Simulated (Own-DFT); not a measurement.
# Strain and stress in C40 NbSi2, 36 atoms (Nb12Si24)

All numbers below are calculated, not measured. They come from Own-DFT, an in-house plane-wave density functional program, since retired, whose code no person has reviewed. Each row is one single-point run on a periodic cell that was not relaxed, without spin or spin-orbit coupling.

Settings of every run: PBEsol; PseudoDojo norm-conserving scalar-relativistic files, made for PBE; cutoff 42 hartree; 4 x 4 x 5 k mesh centred on Gamma; cold (Marzari-Vanderbilt) smearing of 0.2 eV.

Known limits: forces on such cells failed a check on a denser k mesh; stress not checked against mesh or cutoff.

Unstrained cell vectors in Å: (0.000, 8.324, 0.000); (-9.613, 0.000, 0.000); (0.000, 0.000, 6.586). The unstrained cell was taken from the Materials Project. The random moves and any unrelaxed bonds add to the pressure at no strain. Each run strains this cell uniformly, with the atoms carried along. Every atom was also moved at random, by a Gaussian of width 0.05 Å on each axis. Strain is the symmetric tensor, in per cent. Stress is positive in tension, and the pressure is minus a third of its trace.

```
run  e_xx (%)  e_yy (%)  e_zz (%)  e_yz (%)  e_xz (%)  e_xy (%)  s_xx (GPa)  s_yy (GPa)  s_zz (GPa)  s_yz (GPa)  s_xz (GPa)  s_xy (GPa)  P (GPa)  E (meV/atom)
  1     -0.21      0.10     -0.63      0.14     -0.47     -0.67        0.28        1.31       -2.92        0.68       -1.53       -1.65     0.44           0.0
  2     -1.03      0.30     -0.18      1.33     -0.57      0.85       -2.57        2.19       -1.93        4.23       -1.55        2.61     0.77           7.9
  3      1.19     -1.34      0.24      0.03     -0.02     -1.57        5.02       -2.34        0.65       -0.49       -0.23       -4.37    -1.11           8.4
  4     -1.77     -1.67     -1.29      1.32      1.61     -1.84       -9.25       -8.08       -9.69        4.74        5.37       -6.52     9.01          41.4
  5     -0.46      0.50     -1.62     -1.21      1.57      0.38       -1.34        1.95       -7.77       -3.59        5.29        0.71     2.39          10.6
  6      1.11     -0.07      1.32     -1.05     -1.45      0.77        5.60        3.26        6.03       -3.46       -3.56        1.71    -4.97          18.8
  7      1.54      0.13      0.08      1.64      1.54     -0.06        6.54        2.45        0.50        4.91        4.54       -0.51    -3.16          30.4
  8      1.79      1.99     -0.02     -1.06     -1.27     -0.38        8.60        8.27        1.39       -3.55       -3.95       -0.72    -6.08          41.6
  9     -0.70      1.31      1.29     -1.62      1.39      1.50       -0.11        5.93        5.23       -5.42        4.22        4.63    -3.68          37.0
 10     -1.96     -1.58      0.54     -0.60     -1.20     -1.90       -7.91       -5.78       -1.40       -1.78       -3.85       -5.73     5.03          32.9
 11      1.73      1.67      1.80      1.21     -1.44      0.49        8.78        9.10        9.29        2.83       -3.88        1.36    -9.06          37.8
 12     -1.34     -0.52      0.10      1.13      1.66     -0.13       -3.14       -2.08       -1.17        3.99        5.40       -1.01     2.13           5.6
 13      1.31      0.05      0.94      0.36      1.25     -1.92        5.86        3.51        4.65        1.23        3.18       -5.82    -4.67          19.1
 14     -0.83      0.86     -0.40     -1.28      1.93     -0.75       -0.99        3.01       -2.21       -2.94        5.92       -2.37     0.06          19.2
 15     -1.38      0.22      1.25      0.54      1.87      1.41       -2.59        1.58        4.66        1.23        5.48        4.34    -1.21          16.2
 16      0.36     -1.05     -1.21     -0.03     -1.64     -0.17           ?           ?           ?           ?           ?           ?        ?             ?
```

E is the free energy for each atom above the lowest run shown.

## Worked fit

Each stress component was fitted by least squares to a constant and the strains of the runs shown, as fractions, with shears doubled. Shear strains stay in the fit of a normal stress only where such slopes are resolved. The slopes, in GPa:

| stress | at no strain | per e_xx | per e_yy | per e_zz | scatter |
|---|---|---|---|---|---|
| s_xx | 0.8 | 358 ± 18 | 87 ± 22 | 61 ± 23 | 0.81 |
| s_yy | 1.1 | 78 ± 16 | 345 ± 19 | 74 ± 20 | 0.69 |
| s_zz | -0.7 | 68 ± 12 | 72 ± 14 | 448 ± 15 | 0.51 |

Each shear stress against twice its own strain: yz 154 ± 5, xz 147 ± 4, xy 145 ± 7 GPa. These are stiffnesses along x, y and z of the frame in which the cell vectors are given, which need not be the crystal's axes. The atoms are held to the strained lattice; where symmetry lets them move under strain, relaxing them would lower some slopes. The table should be nearly symmetric about its diagonal, and what it lacks of that shows the noise. A ninth of its sum, 177 ± 6 GPa, estimates the bulk modulus near the mean pressure of these runs, -0.9 GPa.

## Withheld run

Question: what normal stresses and pressure should run 16 give?

The fit gives s_xx = 0.5, s_yy = -3.2, s_zz = -6.7 and P = 3.1 GPa. The calculation gave 0.46, -2.29, -6.58 and P = 2.80 GPa.
